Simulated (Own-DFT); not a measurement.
# Across the composition range of diamond-structure SiGe

Calculated results; nothing here was measured. They come from Own-DFT, an in-house plane-wave density functional program, since retired, whose code no person has reviewed. Each row is one single-point run on a periodic cell that was not relaxed, without spin or spin-orbit coupling.

Settings of every run: PBE; PseudoDojo norm-conserving scalar-relativistic files; cutoff 42 hartree; 5 x 5 x 5 k mesh centred on Gamma; Fermi-Dirac smearing of 0.1 eV.

Known limits, some of them of some rows only: forces on such cells failed a check on a denser k mesh; forces on such cells moved up to 12 meV/angstrom on a denser k mesh; forces on such cells passed a denser k mesh, each cell not checked; stress not checked against mesh or cutoff.

Each cell has 16 atoms, with Ge and Si placed at random on their shared sites; x is the share of Ge. Lattice constants follow the straight line between measured values of the end members, and atoms start on the ideal sites of that lattice. Every atom was also moved at random, by a Gaussian of width 0.03 Å on each axis. u is the rms move along one axis. dE is the free energy for each Ge or Si site above the straight-line part, a + b x, of the fit below.

| x | cell | u (Å) | volume (Å³/atom) | P (GPa) | dE (meV/site) |
|---|---|---|---|---|---|
| 0.125 | Ge2Si14 | 0.0291 | 20.340 | 2.24 | 12.4 |
| 0.125 | Ge2Si14 | 0.0321 | 20.340 | 2.22 | 11.8 |
| 0.125 | Ge2Si14 | 0.0299 | 20.340 | 2.30 | 11.4 |
| 0.125 | Ge2Si14 | 0.0260 | 20.340 | 2.19 | 6.2 |
| 0.250 | Ge4Si12 | 0.0343 | 20.659 | 2.42 | 24.3 |
| 0.250 | Ge4Si12 | 0.0300 | 20.659 | 2.37 | 16.3 |
| 0.250 | Ge4Si12 | 0.0324 | 20.659 | 2.45 | 23.0 |
| 0.250 | Ge4Si12 | 0.0298 | 20.659 | 2.36 | 16.6 |
| 0.500 | Ge8Si8 | 0.0323 | 21.306 | ? | ? |
| 0.750 | Ge12Si4 | 0.0309 | 21.966 | 3.34 | 21.8 |
| 0.750 | Ge12Si4 | 0.0301 | 21.966 | 3.36 | 22.4 |
| 0.750 | Ge12Si4 | 0.0315 | 21.966 | 3.32 | 21.7 |
| 0.750 | Ge12Si4 | 0.0331 | 21.966 | 3.25 | 16.9 |
| 0.875 | Ge14Si2 | 0.0320 | 22.302 | 3.63 | 12.5 |
| 0.875 | Ge14Si2 | 0.0317 | 22.302 | 3.71 | 16.0 |
| 0.875 | Ge14Si2 | 0.0274 | 22.302 | 3.58 | 6.8 |
| 0.875 | Ge14Si2 | 0.0289 | 22.302 | 3.59 | 7.2 |

## Worked fit

Fit E = a + b x + W x (1 - x) + k (u² - 0.03²) to the rows shown. It gives W = 99 ± 19 meV/site and k = 19 ± 6 eV/Å², with a scatter of 2.7 meV/site. Part of W is bond strain that relaxing the atoms would remove. The pressures follow P = 2.11 + 0.93 x + 0.92 x² GPa, with a scatter of 0.05.

## Withheld member

Question: what pressure and dE should the cell at x = 0.500 give?

The fits give 2.8 GPa and 27 meV/site. The calculation gave 2.88 GPa and 33.5 meV/site.
